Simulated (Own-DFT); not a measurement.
## Calculated data, Si₂₄O₄₇ (quartz with one neutral oxygen vacancy, atoms displaced)

A calculation, not a measurement: plane-wave PBE and HSE06 DFT by an unreviewed code, no spin, of a simulated cell at Gamma alone, so results move with cell size and shape, stress positive in tension, energies less offsets, not probed for a lower state with spin; oxygen file: force components 24 meV/angstrom off all-electron in a glass; k mesh not checked against a denser one; forces and stress are PBE's, HSE06 gives the energy alone, and its difference from PBE has offsets of its own; offsets are fitted by least squares, one for each functional and potential file, so energies compare only between cells with the same atoms and settings and are not formation energies; the far tail of each file's local potential was reset to the Coulomb form; each entry is a single point on an unrelaxed cell, so the pressure reflects the starting lattice, mostly measured values (interpolated for alloys), from which strain is counted, and rises with the displacements; printed positions are rounded, which can move forces by about a meV/angstrom; the program, named Own-DFT, is a retired in-house code; no spin-orbit coupling. Program: Own-DFT development build.

Settings shared by all entries: first functional PBE; second functional HSE06; exact exchange share 0.25; screening 0.11 1/bohr; exchange divergence Gygi-Baldereschi; potential files PseudoDojo norm-conserving, scalar-relativistic, made for PBE, standard set; wave cutoff 48 hartree; occupations fixed; k mesh 1 x 1 x 1 centred on Gamma.

(1) 
```cif
# cell vector a (Å): 9.8268 0.0000 0.0000
# cell vector b (Å): -4.9134 8.5103 0.0000
# cell vector c (Å): 0.0000 0.0000 10.8104
data_Si24O47
_symmetry_space_group_name_H-M 'P 1'
_symmetry_Int_Tables_number 1
_cell_length_a 9.8268
_cell_length_b 9.8268
_cell_length_c 10.8104
_cell_angle_alpha 90.000
_cell_angle_beta 90.000
_cell_angle_gamma 120.000
_cell_volume 904.06
loop_
_atom_site_label
_atom_site_type_symbol
_atom_site_fract_x
_atom_site_fract_y
_atom_site_fract_z
_atom_site_occupancy
Si1 Si 0.24136 0.00642 0.99804 1
Si2 Si 0.99805 0.24044 0.33586 1
Si3 Si 0.27251 0.26937 0.16572 1
O1 O 0.20909 0.14160 0.06334 1
O2 O 0.42732 0.29816 0.22294 1
O3 O 0.36155 0.07318 0.38728 1
O4 O 0.07286 0.36620 0.43737 1
O5 O 0.13154 0.20439 0.27066 1
O6 O 0.29011 0.42491 0.11201 1
Si4 Si 0.23643 0.00496 0.50117 1
Si5 Si 0.00139 0.23560 0.83395 1
Si6 Si 0.26091 0.26435 0.66263 1
O7 O 0.20663 0.13759 0.55516 1
O8 O 0.42180 0.29319 0.72534 1
O9 O 0.36012 0.06514 0.89298 1
O10 O 0.07096 0.36228 0.94413 1
O11 O 0.13106 0.20344 0.77407 1
O12 O 0.29343 0.43069 0.60519 1
Si7 Si 0.23530 0.49058 0.99927 1
Si8 Si 0.99881 0.73753 0.33447 1
Si9 Si 0.26437 0.76627 0.16855 1
O13 O 0.20338 0.63163 0.05710 1
O14 O 0.42460 0.78989 0.22322 1
O15 O 0.36326 0.57072 0.39359 1
O16 O 0.07063 0.86381 0.44074 1
O17 O 0.13573 0.70967 0.27290 1
O18 O 0.29179 0.92829 0.10964 1
Si10 Si 0.23469 0.50319 0.50154 1
Si11 Si 0.00126 0.73502 0.82946 1
Si12 Si 0.26697 0.76615 0.66495 1
O19 O 0.21009 0.63786 0.55828 1
O20 O 0.42672 0.79344 0.72917 1
O21 O 0.36988 0.57809 0.89404 1
O22 O 0.06838 0.86361 0.94167 1
O23 O 0.13303 0.70936 0.77244 1
O24 O 0.29219 0.92988 0.60512 1
Si13 Si 0.73909 0.00222 0.99997 1
Si14 Si 0.49959 0.23544 0.33854 1
Si15 Si 0.76513 0.26098 0.16892 1
O25 O 0.70279 0.13314 0.06188 1
O26 O 0.93334 0.29492 0.23015 1
O27 O 0.86447 0.07156 0.39233 1
O28 O 0.57411 0.37173 0.44169 1
O29 O 0.63046 0.20561 0.27456 1
O30 O 0.79490 0.42789 0.10482 1
Si16 Si 0.73444 0.99915 0.49803 1
Si17 Si 0.50097 0.23155 0.83259 1
Si18 Si 0.76072 0.26144 0.67009 1
O31 O 0.70312 0.13390 0.55976 1
O32 O 0.87244 0.08319 0.89462 1
O33 O 0.57188 0.36518 0.94038 1
O34 O 0.63064 0.19970 0.77573 1
O35 O 0.78839 0.42365 0.60248 1
Si19 Si 0.73557 0.49627 0.00211 1
Si20 Si 0.50146 0.73103 0.33643 1
Si21 Si 0.76517 0.77068 0.17132 1
O36 O 0.71034 0.63720 0.05991 1
O37 O 0.93124 0.79962 0.22477 1
O38 O 0.86379 0.56950 0.39629 1
O39 O 0.57297 0.86257 0.44211 1
O40 O 0.63105 0.70963 0.27918 1
O41 O 0.79996 0.93278 0.10607 1
Si22 Si 0.72546 0.49994 0.49970 1
Si23 Si 0.50324 0.73221 0.83315 1
Si24 Si 0.76164 0.75859 0.66793 1
O42 O 0.70359 0.63096 0.56161 1
O43 O 0.92505 0.79371 0.72403 1
O44 O 0.86476 0.57332 0.89741 1
O45 O 0.57449 0.86845 0.93862 1
O46 O 0.63566 0.70312 0.77203 1
O47 O 0.79655 0.92931 0.60326 1
_calc_PBE_energy_of_cell_above_offsets '-23.288'  # eV
_calc_HSE06_less_PBE_above_offsets '-0.621'  # eV
_calc_PBE_pressure 7.1  # GPa
_calc_PBE_stress_xx -7.02  # GPa
_calc_PBE_stress_yy -6.27  # GPa
_calc_PBE_stress_zz -7.99  # GPa
_calc_PBE_stress_yz -0.65  # GPa
_calc_PBE_stress_xz 1.31  # GPa
_calc_PBE_stress_xy -0.98  # GPa
```

Force:
| element | x (eV/Å) | y (eV/Å) | z (eV/Å) |
| --- | --- | --- | --- |
| Si | -3.943 | -2.68 | 3.533 |
| Si | 3.983 | -3.732 | -0.646 |
| Si | -3.223 | -1.27 | 2.269 |
| O | 1.115 | -2.912 | -3.209 |
| O | 4.259 | 0.279 | 2.799 |
| O | -0.214 | -0.733 | 0.924 |
| O | 0.228 | 2.552 | 2.969 |
| O | -0.576 | 0.361 | 0.778 |
| O | -0.173 | 2.074 | -0.895 |
| Si | -0.714 | -1.724 | -2.005 |
| Si | -2.233 | 2.034 | -2.69 |
| Si | -0.093 | 0.808 | 1.229 |
| O | -0.657 | 0.099 | -0.247 |
| O | 1.365 | -0.362 | 0.776 |
| O | 2.69 | 2.502 | -3.358 |
| O | -0.209 | -0.024 | -0.264 |
| O | 0.952 | 0.091 | -0.899 |
| O | 0.632 | -0.757 | 1.233 |
| Si | -1.36 | 3.436 | 1.236 |
| Si | 0.541 | -1.724 | -0.816 |
| Si | 0.358 | -1.017 | -2.458 |
| O | 0.702 | -0.401 | 0.07 |
| O | 2.061 | -0.003 | 1.613 |
| O | 0.439 | -0.09 | -0.296 |
| O | 0.45 | 1.785 | 1.605 |
| O | -1.683 | -0.664 | 1.71 |
| O | -0.178 | 0.882 | -0.497 |
| Si | -0.52 | -1.013 | -1.577 |
| Si | -1.894 | -0.096 | 2.486 |
| Si | -0.377 | 0.91 | 1.006 |
| O | -0.755 | 0.033 | -0.228 |
| O | 0.116 | 0.124 | -0.496 |
| O | -0.213 | -2.106 | 0.491 |
| O | 0.741 | 1.218 | 0.153 |
| O | 1.78 | -0.416 | -1.09 |
| O | 0.957 | -0.398 | 1.028 |
| Si | -1.134 | 0.05 | -0.353 |
| Si | -0.74 | 1.147 | -2.678 |
| Si | -0.009 | 2.027 | 0.326 |
| O | 0.46 | -0.928 | -0.793 |
| O | -3.83 | 0.908 | -3.291 |
| O | 0.31 | 0.618 | -0.716 |
| O | -2.648 | -2.883 | -1.486 |
| O | 0.477 | 0.052 | 0.214 |
| O | 1.758 | -2.009 | 2.452 |
| Si | -0.427 | 0.618 | 0.949 |
| Si | -2.323 | 0.346 | 0.452 |
| Si | 3.202 | 1.388 | -0.137 |
| O | 0.144 | -0.901 | -0.744 |
| O | -0.9 | -3.029 | 1.234 |
| O | -0.335 | -0.689 | -0.358 |
| O | -0.303 | -0.595 | 0.482 |
| O | 0.241 | -0.506 | 1.19 |
| Si | -1.912 | 1.754 | -0.398 |
| Si | -4.564 | 0.979 | -0.432 |
| Si | 0.842 | -1.146 | -1.426 |
| O | -0.406 | 0.094 | 0.743 |
| O | -0.341 | -0.127 | 0.393 |
| O | 0.176 | 1.088 | -0.943 |
| O | -0.78 | 0.023 | 0.279 |
| O | 3.95 | -0.45 | -1.903 |
| O | 0.086 | -0.209 | 0.709 |
| Si | 4.15 | 1.12 | 0.711 |
| Si | -0.458 | 1.538 | 0.073 |
| Si | 0.154 | 3.144 | -1.851 |
| O | -1.366 | 0.545 | -0.186 |
| O | 1.025 | 0.1 | 0.21 |
| O | 1.144 | 0.868 | -2 |
| O | 0.589 | 0.336 | 0.095 |
| O | -1.359 | -0.718 | 1.535 |
| O | 0.773 | -1.616 | 1.413 |

(2) 
```cif
# cell vector a (Å): 9.8268 0.0000 0.0000
# cell vector b (Å): -4.9134 8.5103 0.0000
# cell vector c (Å): 0.0000 0.0000 10.8104
data_Si24O47
_symmetry_space_group_name_H-M 'P 1'
_symmetry_Int_Tables_number 1
_cell_length_a 9.8268
_cell_length_b 9.8268
_cell_length_c 10.8104
_cell_angle_alpha 90.000
_cell_angle_beta 90.000
_cell_angle_gamma 120.000
_cell_volume 904.06
loop_
_atom_site_label
_atom_site_type_symbol
_atom_site_fract_x
_atom_site_fract_y
_atom_site_fract_z
_atom_site_occupancy
Si1 Si 0.23671 0.00022 0.99841 1
Si2 Si 0.99987 0.23171 0.33776 1
Si3 Si 0.26222 0.25852 0.16626 1
O1 O 0.20765 0.13212 0.05740 1
O2 O 0.42215 0.29044 0.22591 1
O3 O 0.36829 0.07691 0.39078 1
O4 O 0.07070 0.36462 0.44525 1
O5 O 0.13510 0.20951 0.27724 1
O6 O 0.29407 0.42613 0.10738 1
Si4 Si 0.24133 0.00690 0.49623 1
Si5 Si 0.99750 0.23517 0.83049 1
Si6 Si 0.26447 0.26046 0.66776 1
O7 O 0.19850 0.12407 0.55670 1
O8 O 0.42300 0.29308 0.72328 1
O9 O 0.36458 0.06771 0.89141 1
O10 O 0.07183 0.36914 0.93770 1
O11 O 0.13572 0.21319 0.77481 1
Si7 Si 0.23337 0.50125 0.99859 1
Si8 Si 0.00202 0.74061 0.33031 1
Si9 Si 0.26451 0.76749 0.16208 1
O12 O 0.20014 0.63796 0.06297 1
O13 O 0.42016 0.79184 0.22630 1
O14 O 0.36107 0.58026 0.39218 1
O15 O 0.07574 0.86709 0.43934 1
O16 O 0.13150 0.70362 0.28130 1
O17 O 0.29337 0.92242 0.10582 1
Si10 Si 0.23674 0.50120 0.50384 1
Si11 Si 0.99521 0.73282 0.83031 1
Si12 Si 0.26839 0.76669 0.66543 1
O18 O 0.20141 0.63104 0.55852 1
O19 O 0.42161 0.79211 0.72723 1
O20 O 0.36488 0.56845 0.89400 1
O21 O 0.07168 0.86527 0.93970 1
O22 O 0.13299 0.70049 0.77681 1
O23 O 0.29149 0.93094 0.61050 1
Si13 Si 0.73419 0.00012 0.00131 1
Si14 Si 0.50010 0.23292 0.33338 1
Si15 Si 0.76790 0.26496 0.16689 1
O24 O 0.70589 0.12956 0.05808 1
O25 O 0.92307 0.28822 0.22507 1
O26 O 0.86545 0.06269 0.39579 1
O27 O 0.57531 0.36771 0.44391 1
O28 O 0.63708 0.20911 0.27191 1
O29 O 0.79513 0.43369 0.10703 1
Si16 Si 0.73860 0.99984 0.49484 1
Si17 Si 0.50005 0.23372 0.83222 1
Si18 Si 0.76191 0.25858 0.66444 1
O30 O 0.70419 0.13048 0.56409 1
O31 O 0.93046 0.29803 0.72836 1
O32 O 0.86024 0.07313 0.89439 1
O33 O 0.57098 0.36449 0.93732 1
O34 O 0.63452 0.20711 0.77400 1
O35 O 0.79193 0.42578 0.61065 1
Si19 Si 0.73411 0.50301 0.99728 1
Si20 Si 0.50088 0.73718 0.33397 1
Si21 Si 0.76776 0.76196 0.16901 1
O36 O 0.70264 0.63060 0.06124 1
O37 O 0.92552 0.79471 0.22792 1
O38 O 0.86265 0.57113 0.39292 1
O39 O 0.56909 0.86700 0.43649 1
O40 O 0.63849 0.71308 0.27507 1
O41 O 0.80080 0.93169 0.10435 1
Si22 Si 0.73824 0.50030 0.50169 1
Si23 Si 0.49670 0.73577 0.82972 1
Si24 Si 0.76958 0.76615 0.66664 1
O42 O 0.70170 0.63391 0.55825 1
O43 O 0.92541 0.78813 0.72365 1
O44 O 0.86731 0.57108 0.89476 1
O45 O 0.57545 0.86345 0.94053 1
O46 O 0.63176 0.70355 0.76996 1
O47 O 0.79501 0.92889 0.60901 1
_calc_PBE_energy_of_cell_above_offsets '-23.738'  # eV
_calc_HSE06_less_PBE_above_offsets '-0.610'  # eV
_calc_PBE_pressure 6.92  # GPa
_calc_PBE_stress_xx -8.63  # GPa
_calc_PBE_stress_yy -4.99  # GPa
_calc_PBE_stress_zz -7.13  # GPa
_calc_PBE_stress_yz -1.09  # GPa
_calc_PBE_stress_xz 0.8  # GPa
_calc_PBE_stress_xy -0.9  # GPa
```

Force:
| element | x (eV/Å) | y (eV/Å) | z (eV/Å) |
| --- | --- | --- | --- |
| Si | -0.359 | -1.53 | 0.144 |
| Si | -0.92 | 0.774 | -0.546 |
| Si | -1.366 | 1.764 | -0.221 |
| O | -0.525 | -0.069 | -0.016 |
| O | 1.78 | 0.056 | 0.854 |
| O | 0.443 | -1.34 | -0.157 |
| O | -0.542 | -0.635 | -0.493 |
| O | 0.575 | -0.665 | -0.293 |
| O | -0.459 | -0.127 | -0.26 |
| Si | -0.259 | -3.371 | 0.782 |
| Si | 0.059 | -0.536 | 2.197 |
| Si | -3.356 | 1.486 | -3.624 |
| O | -1.375 | 2.453 | 1.724 |
| O | 2.905 | 0.093 | 1.364 |
| O | 0.774 | 0.859 | -0.946 |
| O | -0.277 | -0.189 | 0.298 |
| O | 0.5 | -0.882 | 0.206 |
| Si | -0.712 | 0.002 | 1.793 |
| Si | 0.418 | -2.324 | 2.268 |
| Si | -0.378 | -1.847 | 4.662 |
| O | 1.134 | -3.559 | -3.122 |
| O | 1.814 | 0.306 | 0.548 |
| O | 0.533 | -0.883 | -0.026 |
| O | -0.014 | 0.833 | 0.442 |
| O | 1.688 | 0.548 | -2.144 |
| O | -1.495 | 3.545 | -1.4 |
| Si | 1.551 | -2.531 | 1.125 |
| Si | 2.685 | -0.209 | 1.461 |
| Si | -3.694 | -0.802 | -0.386 |
| O | -0.482 | 1.232 | 0.89 |
| O | 1.668 | 0.859 | -0.062 |
| O | 0.654 | 1.393 | -1.231 |
| O | -0.224 | 0.01 | -0.138 |
| O | -0.115 | 0.547 | -0.629 |
| O | 0.487 | -0.059 | -0.319 |
| Si | 0.708 | -1.43 | -0.21 |
| Si | 0.632 | 3.1 | -0.606 |
| Si | -1.756 | 0.864 | -2.409 |
| O | -1.731 | 2.168 | 1.432 |
| O | 2.606 | -0.016 | 1.734 |
| O | 2.209 | 2.204 | -2.967 |
| O | -0.726 | -1.617 | -1.131 |
| O | -0.926 | -0.565 | 0.932 |
| O | 0.623 | -1.473 | 0.56 |
| Si | -2.791 | -1.922 | 3.818 |
| Si | -0.558 | -0.459 | -0.427 |
| Si | 0.681 | 2.908 | 2.189 |
| O | 0.67 | -2.445 | -2.797 |
| O | -1.919 | 0.134 | -1.988 |
| O | 1.485 | 1.167 | -1.881 |
| O | -0.091 | 0.751 | 0.692 |
| O | 0.002 | -0.52 | 0.125 |
| O | 0.325 | -0.062 | 0.19 |
| Si | 0.127 | -1.511 | 0.813 |
| Si | -0.839 | -0.689 | -2.18 |
| Si | -2.562 | 1.588 | -2.145 |
| O | -0.555 | 0.575 | 0.054 |
| O | 1.094 | 0.883 | -0.452 |
| O | 0.962 | 1.481 | -1.175 |
| O | 0.603 | 2.158 | 1.943 |
| O | -0.506 | -0.484 | 0.545 |
| O | 0.886 | -1.612 | 1.341 |
| Si | -0.934 | 0.586 | 0.388 |
| Si | 2.01 | -1.121 | 1.796 |
| Si | -2.431 | -0.606 | -1.243 |
| O | 0.572 | -0.206 | -0.091 |
| O | 0.735 | 0.846 | -0.299 |
| O | 0.14 | 0.32 | -0.97 |
| O | -0.878 | -0.655 | -0.443 |
| O | -0.736 | 0.061 | 0.576 |
| O | -0.247 | 0.393 | -0.461 |

(3) 
```cif
# cell vector a (Å): 9.8268 0.0000 0.0000
# cell vector b (Å): -4.9134 8.5103 0.0000
# cell vector c (Å): 0.0000 0.0000 10.8104
data_Si24O47
_symmetry_space_group_name_H-M 'P 1'
_symmetry_Int_Tables_number 1
_cell_length_a 9.8268
_cell_length_b 9.8268
_cell_length_c 10.8104
_cell_angle_alpha 90.000
_cell_angle_beta 90.000
_cell_angle_gamma 120.000
_cell_volume 904.06
loop_
_atom_site_label
_atom_site_type_symbol
_atom_site_fract_x
_atom_site_fract_y
_atom_site_fract_z
_atom_site_occupancy
Si1 Si 0.23188 0.99898 0.99832 1
Si2 Si 0.99807 0.23698 0.33539 1
Si3 Si 0.26047 0.26408 0.17140 1
O1 O 0.20554 0.13219 0.06216 1
O2 O 0.42331 0.29178 0.22687 1
O3 O 0.36502 0.06648 0.39441 1
O4 O 0.07137 0.36415 0.44035 1
O5 O 0.13359 0.20660 0.27160 1
O6 O 0.29448 0.42932 0.10290 1
Si4 Si 0.23481 0.00009 0.49973 1
Si5 Si 0.00174 0.23863 0.83342 1
Si6 Si 0.26657 0.26518 0.66341 1
O7 O 0.20623 0.13185 0.56024 1
O8 O 0.42894 0.29930 0.72571 1
O9 O 0.36895 0.07591 0.89206 1
O10 O 0.07382 0.36585 0.94304 1
O11 O 0.13590 0.20970 0.77049 1
O12 O 0.29151 0.42305 0.60399 1
Si7 Si 0.24426 0.50382 0.99908 1
Si8 Si 0.00403 0.73129 0.33704 1
Si9 Si 0.26342 0.76796 0.16532 1
O13 O 0.20912 0.63354 0.05682 1
O14 O 0.42468 0.78407 0.22193 1
O15 O 0.36784 0.57359 0.39248 1
O16 O 0.06707 0.86607 0.44204 1
O17 O 0.12539 0.70498 0.27394 1
O18 O 0.28927 0.92428 0.10893 1
Si10 Si 0.23458 0.50199 0.50511 1
Si11 Si 0.99701 0.73040 0.83598 1
Si12 Si 0.26507 0.76151 0.66255 1
O19 O 0.20765 0.62805 0.55539 1
O20 O 0.42282 0.79626 0.72106 1
O21 O 0.36343 0.57369 0.89286 1
O22 O 0.07929 0.87159 0.94389 1
O23 O 0.12997 0.70567 0.77477 1
O24 O 0.29306 0.93162 0.60729 1
Si13 Si 0.73801 0.00121 0.99821 1
Si14 Si 0.50287 0.23435 0.33381 1
Si15 Si 0.76126 0.26333 0.16784 1
O25 O 0.70238 0.13096 0.05895 1
O26 O 0.93162 0.29362 0.22742 1
O27 O 0.87391 0.07719 0.38715 1
O28 O 0.57455 0.36361 0.44036 1
O29 O 0.63242 0.20772 0.27689 1
O30 O 0.79048 0.42742 0.10479 1
Si16 Si 0.73773 0.99790 0.49802 1
Si17 Si 0.49576 0.23342 0.82843 1
Si18 Si 0.76227 0.26658 0.66964 1
O31 O 0.70166 0.12833 0.56066 1
O32 O 0.92682 0.29202 0.72710 1
O33 O 0.86479 0.07841 0.89687 1
O34 O 0.57707 0.36926 0.93966 1
O35 O 0.79034 0.42332 0.60695 1
Si19 Si 0.73428 0.49703 0.00042 1
Si20 Si 0.50077 0.73176 0.33337 1
Si21 Si 0.75784 0.76477 0.16800 1
O36 O 0.70129 0.62622 0.05744 1
O37 O 0.92720 0.79962 0.22344 1
O38 O 0.86389 0.56933 0.39280 1
O39 O 0.57644 0.86968 0.44182 1
O40 O 0.63141 0.70016 0.27419 1
O41 O 0.79382 0.92732 0.10906 1
Si22 Si 0.74208 0.50722 0.49718 1
Si23 Si 0.50356 0.73969 0.83278 1
Si24 Si 0.76109 0.76389 0.66882 1
O42 O 0.70816 0.62661 0.56015 1
O43 O 0.92651 0.78842 0.72568 1
O44 O 0.86314 0.57352 0.89412 1
O45 O 0.57185 0.85622 0.93898 1
O46 O 0.63477 0.70643 0.77294 1
O47 O 0.78937 0.92593 0.60874 1
_calc_PBE_energy_of_cell_above_offsets '-22.658'  # eV
_calc_HSE06_less_PBE_above_offsets '-0.699'  # eV
_calc_PBE_pressure 8.15  # GPa
_calc_PBE_stress_xx -8.48  # GPa
_calc_PBE_stress_yy -8.19  # GPa
_calc_PBE_stress_zz -7.8  # GPa
_calc_PBE_stress_yz 1.2  # GPa
_calc_PBE_stress_xz 1.19  # GPa
_calc_PBE_stress_xy 0.49  # GPa
```

Force:
| element | x (eV/Å) | y (eV/Å) | z (eV/Å) |
| --- | --- | --- | --- |
| Si | 2.181 | 3.03 | 2.076 |
| Si | 2.645 | 0.979 | -1.468 |
| Si | 1.551 | 1.224 | -3.208 |
| O | -0.152 | 0.209 | -0.186 |
| O | 1.263 | 0.048 | 0.736 |
| O | 0.797 | 1.069 | -1.277 |
| O | 0.422 | 1.806 | 1.628 |
| O | -2.39 | -0.618 | 2.557 |
| O | 1.858 | -1.671 | 2.432 |
| Si | -0.831 | -0.479 | -0.476 |
| Si | 1.067 | -0.037 | 0.667 |
| Si | -0.111 | -0.517 | 0.76 |
| O | -0.48 | 0.124 | -0.431 |
| O | -0.566 | 0.441 | -0.799 |
| O | -0.444 | -1.421 | 0.57 |
| O | 0.199 | 0.424 | 0.038 |
| O | -0.647 | -0.382 | 0.698 |
| O | 0.318 | 0.962 | 0.426 |
| Si | -3.473 | -1.323 | 0.49 |
| Si | -5.838 | 2.057 | -0.676 |
| Si | 1.047 | -2.782 | 0.517 |
| O | -0.909 | 1.089 | 0.778 |
| O | -0.194 | 0.517 | 0.378 |
| O | -0.777 | -1.238 | 1.277 |
| O | 0.353 | 0.026 | 0.391 |
| O | 4.866 | -0.504 | -2.301 |
| O | -0.417 | 1.999 | -0.864 |
| Si | 2.703 | -4.042 | -4.579 |
| Si | -0.104 | 1.869 | 0.179 |
| Si | -3.664 | 1.067 | 0.364 |
| O | -3.476 | 4.132 | 2.337 |
| O | 3.527 | -0.091 | 2.025 |
| O | 2.265 | 1.945 | -3.244 |
| O | -2.704 | -4.08 | -2.748 |
| O | 2.002 | -0.122 | -1.437 |
| O | 1.171 | -2.022 | 1.209 |
| Si | -1.645 | -1.473 | 2.053 |
| Si | -3.332 | -0.366 | 0.744 |
| Si | 1.504 | 0.748 | -0.405 |
| O | -0.265 | 0.083 | 0.304 |
| O | -2.934 | 0.544 | -2.119 |
| O | -1.866 | -3.863 | 2.564 |
| O | 0.17 | 1.072 | 0.698 |
| O | 2.452 | -0.598 | -1.219 |
| O | 1.984 | -1.686 | 2.362 |
| Si | 0.069 | 2.397 | -0.169 |
| Si | 3.937 | 1.784 | 0.04 |
| Si | -1.756 | -2.187 | 1.16 |
| O | 0.348 | 0.445 | 0.232 |
| O | -0.677 | 0.399 | -0.712 |
| O | 1.518 | 0.45 | -2.033 |
| O | -1.309 | -2.275 | -1.544 |
| O | -0.038 | 1.778 | -0.94 |
| Si | -0.921 | 0.94 | -0.541 |
| Si | -0.836 | 1.126 | 0.107 |
| Si | 3.273 | -1.337 | -1.501 |
| O | -1.214 | 2.254 | 1.528 |
| O | 0.963 | -1.057 | 1.511 |
| O | 2.02 | 1.031 | -2.207 |
| O | -0.854 | -1.928 | -1.642 |
| O | -0.535 | -0.433 | 0.965 |
| O | -0.917 | 0.934 | -0.875 |
| Si | -0.663 | -4.977 | 1.432 |
| Si | -1.619 | -3.204 | -2.659 |
| Si | 2.687 | -0.235 | -1.877 |
| O | -2.433 | 3.301 | 1.897 |
| O | -0.873 | 0.399 | -0.219 |
| O | 0.69 | -0.398 | -0.298 |
| O | 0.615 | 3.645 | 2.915 |
| O | -1.462 | -0.732 | 1.2 |
| O | 0.867 | -0.267 | 0.406 |
